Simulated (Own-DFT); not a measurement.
Simulation results for Hf20Si39 (HfSi2 crystal with one vacancy, atoms displaced)

A calculation, not a measurement: plane-wave density functional theory by an unreviewed code, no spin, of a simulated periodic cell, stress positive in tension, run twice, with PBE and with PBEsol, both on files made for PBE, so the change isn't that of files made for PBEsol, hafnium file: forces about 75 meV/angstrom off all-electron values; forces on such cells moved up to 12 meV/angstrom on a denser k mesh; the far tail of each file's local potential was reset to the Coulomb form; each entry is a single point on an unrelaxed cell, so the pressure reflects the starting lattice, taken from the Materials Project, from which strain is counted, and rises with the displacements; printed positions are rounded, which can move forces by about a meV/angstrom; the program, named Own-DFT, is a retired in-house code; no spin-orbit coupling; stress was not checked against mesh or cutoff. Program: Own-DFT development build.

Entry: Hf20Si39 (HfSi2 crystal with one vacancy, atoms displaced)

```
CELL_PARAMETERS angstrom
-7.29720 7.07240 -1.78240
3.64860 7.08730 5.73790
3.64860 3.52130 -8.41150
ATOMIC_POSITIONS crystal
Hf 0.52166 0.55748 0.75555
Hf 0.27025 0.26481 0.05383
Si 0.42898 0.29195 0.79615
Si 0.37049 0.49649 0.99407
Si 0.26471 0.58003 0.70151
Si 0.54344 0.20541 0.08962
Hf 0.73235 0.73680 0.94640
Hf 0.47903 0.45045 0.23803
Si 0.62681 0.49167 0.01056
Si 0.57154 0.68746 0.18768
Si 0.46627 0.79252 0.90907
Si 0.70686 0.40660 0.28689
Hf 0.92707 0.94087 0.16135
Hf 0.67444 0.65014 0.44761
Si 0.84258 0.70758 0.20630
Si 0.76803 0.90429 0.40942
Si 0.67010 0.00422 0.11313
Si 0.93546 0.60077 0.50173
Hf 0.03087 0.54263 0.75480
Hf 0.77970 0.25091 0.03540
Si 0.92244 0.29570 0.78856
Si 0.86181 0.49214 0.99562
Si 0.79617 0.58352 0.70429
Si 0.02681 0.21792 0.09799
Hf 0.22097 0.74516 0.95880
Hf 0.97713 0.46072 0.24355
Si 0.13012 0.50216 0.01036
Si 0.06498 0.72511 0.21218
Si 0.96418 0.79834 0.90043
Si 0.22888 0.41251 0.31132
Hf 0.42039 0.94887 0.17201
Hf 0.18505 0.66422 0.43877
Si 0.33133 0.69415 0.19655
Si 0.27009 0.90345 0.41499
Si 0.16255 0.00208 0.10061
Si 0.42468 0.60846 0.50495
Hf 0.62570 0.15003 0.34964
Hf 0.37473 0.85072 0.63255
Si 0.51716 0.90700 0.39865
Si 0.45407 0.10286 0.59403
Si 0.37036 0.20647 0.30934
Si 0.63649 0.80129 0.69375
Hf 0.83108 0.33933 0.55851
Hf 0.57401 0.05801 0.84452
Si 0.72254 0.10974 0.60970
Si 0.66625 0.29066 0.79426
Si 0.58117 0.40026 0.50045
Si 0.83586 0.99735 0.88607
Hf 0.12171 0.14436 0.35299
Hf 0.86999 0.85025 0.63546
Si 0.97256 0.10210 0.60421
Si 0.87232 0.20731 0.30406
Si 0.12671 0.81195 0.69874
Hf 0.33182 0.33025 0.56400
Hf 0.08168 0.06476 0.82965
Si 0.21029 0.09950 0.59221
Si 0.16889 0.29416 0.80139
Si 0.06147 0.40609 0.48916
Si 0.32784 0.00476 0.89575
```

| Quantity | Value |
| --- | --- |
| functional | PBE, then PBEsol |
| potential files | PseudoDojo norm-conserving, scalar-relativistic, standard set |
| wave cutoff | 42 hartree |
| occupations | cold (Marzari-Vanderbilt) |
| smearing width | 0.2 eV |
| k mesh | 4 x 4 x 4 centred on Gamma |
| PBE pressure | 4.52 GPa |
| PBE stress xx | -4.32 GPa |
| PBE stress yy | -5.18 GPa |
| PBE stress zz | -4.06 GPa |
| PBE stress yz | -0.42 GPa |
| PBE stress xz | -0.84 GPa |
| PBE stress xy | 0.33 GPa |
| PBEsol pressure | 1.31 GPa |
| PBEsol stress xx | -1.41 GPa |
| PBEsol stress yy | -1.86 GPa |
| PBEsol stress zz | -0.65 GPa |
| PBEsol stress yz | -0.38 GPa |
| PBEsol stress xz | -0.86 GPa |
| PBEsol stress xy | 0.32 GPa |
| rms change of force components from PBE to PBEsol | 0.031 eV/Å |

Force:
```csv
force element,PBE force x (eV/Å),PBE force y (eV/Å),PBE force z (eV/Å),PBEsol force x (eV/Å),PBEsol force y (eV/Å),PBEsol force z (eV/Å)
Hf,-1.256,-0.999,-1.103,-1.247,-0.99,-1.05
Hf,-1.62,-0.146,-0.503,-1.595,-0.155,-0.519
Si,0.886,0.248,-0.012,0.89,0.221,-0.009
Si,-0.116,0.483,0.034,-0.13,0.49,0.033
Si,-0.371,2.162,0.312,-0.359,2.105,0.261
Si,2.291,-1.381,0.252,2.298,-1.33,0.308
Hf,2.074,-0.188,-0.478,2.035,-0.184,-0.437
Hf,2.025,-0.494,-0.058,1.994,-0.486,-0.079
Si,-0.428,-0.447,1.744,-0.423,-0.487,1.708
Si,0.476,1.488,-0.143,0.472,1.512,-0.152
Si,-0.498,1.277,0.193,-0.513,1.235,0.143
Si,-2.25,1.996,-0.617,-2.233,1.96,-0.541
Hf,1.523,-0.153,2.175,1.494,-0.172,2.203
Hf,-0.299,0.551,0.841,-0.288,0.533,0.786
Si,1.045,-1.661,0.047,1.047,-1.678,0.059
Si,-0.245,-0.308,0.589,-0.252,-0.29,0.573
Si,-2.275,-1.068,-0.11,-2.28,-1.06,-0.176
Si,1.543,0.395,2.137,1.566,0.43,2.206
Hf,0.503,-0.605,-0.444,0.508,-0.603,-0.389
Hf,-0.283,0.382,-0.564,-0.242,0.373,-0.578
Si,0.273,0.801,-0.619,0.282,0.795,-0.608
Si,-0.683,1.307,-0.068,-0.697,1.32,-0.071
Si,2.203,-1.026,0.67,2.193,-1.016,0.607
Si,-0.205,-1.138,0.14,-0.199,-1.094,0.196
Hf,-0.203,-0.363,0.599,-0.215,-0.343,0.621
Hf,0.589,-0.451,-0.1,0.573,-0.45,-0.153
Si,0.479,-0.259,0.87,0.5,-0.273,0.851
Si,-1.811,0.19,-1.397,-1.817,0.227,-1.375
Si,-1.859,0.947,-0.907,-1.866,0.895,-0.98
Si,-0.51,-0.763,0.681,-0.516,-0.722,0.753
Hf,-0.723,-0.941,1.987,-0.722,-0.919,1.994
Hf,0.807,-0.911,-1.109,0.78,-0.923,-1.169
Si,0.54,0.07,0.406,0.578,0.059,0.392
Si,-0.459,-0.601,1.577,-0.476,-0.629,1.549
Si,-1.037,0.781,-0.355,-1.036,0.75,-0.406
Si,-1.087,-1.188,-0.012,-1.065,-1.14,0.044
Hf,0.952,0.114,-1.158,0.949,0.117,-1.091
Hf,1.11,1.967,-1.688,1.105,1.925,-1.681
Si,-0.825,0.316,-0.82,-0.826,0.293,-0.798
Si,-1.678,0.337,-1.525,-1.655,0.348,-1.498
Si,-1.063,-0.427,0.071,-1.085,-0.435,0.016
Si,1.318,-1.006,-0.402,1.299,-0.983,-0.37
Hf,1.012,-0.922,1.332,0.997,-0.896,1.336
Hf,-0.832,-0.546,-0.749,-0.823,-0.521,-0.752
Si,-0.989,-1.254,0.404,-0.998,-1.267,0.402
Si,0.484,1.519,0.213,0.482,1.542,0.189
Si,0.767,-0.203,-0.506,0.762,-0.211,-0.564
Si,1.766,0.145,0.343,1.787,0.16,0.413
Hf,0.155,0.795,0.023,0.153,0.837,0.08
Hf,-0.263,1.908,-0.533,-0.227,1.871,-0.605
Si,-0.387,-1.092,0.6,-0.393,-1.096,0.595
Si,-0.546,-0.477,-0.018,-0.529,-0.476,-0.071
Si,-0.442,-1.343,0.073,-0.449,-1.299,0.117
Hf,1.634,0.347,2.908,1.614,0.352,2.902
Hf,1.169,-0.541,-3.04,1.164,-0.548,-3.017
Si,-0.568,0.628,-0.137,-0.544,0.644,-0.14
Si,0.168,1.207,0.43,0.155,1.197,0.419
Si,-2.36,0.67,-2.481,-2.359,0.602,-2.546
Si,0.377,-0.133,0.007,0.381,-0.116,0.068
```
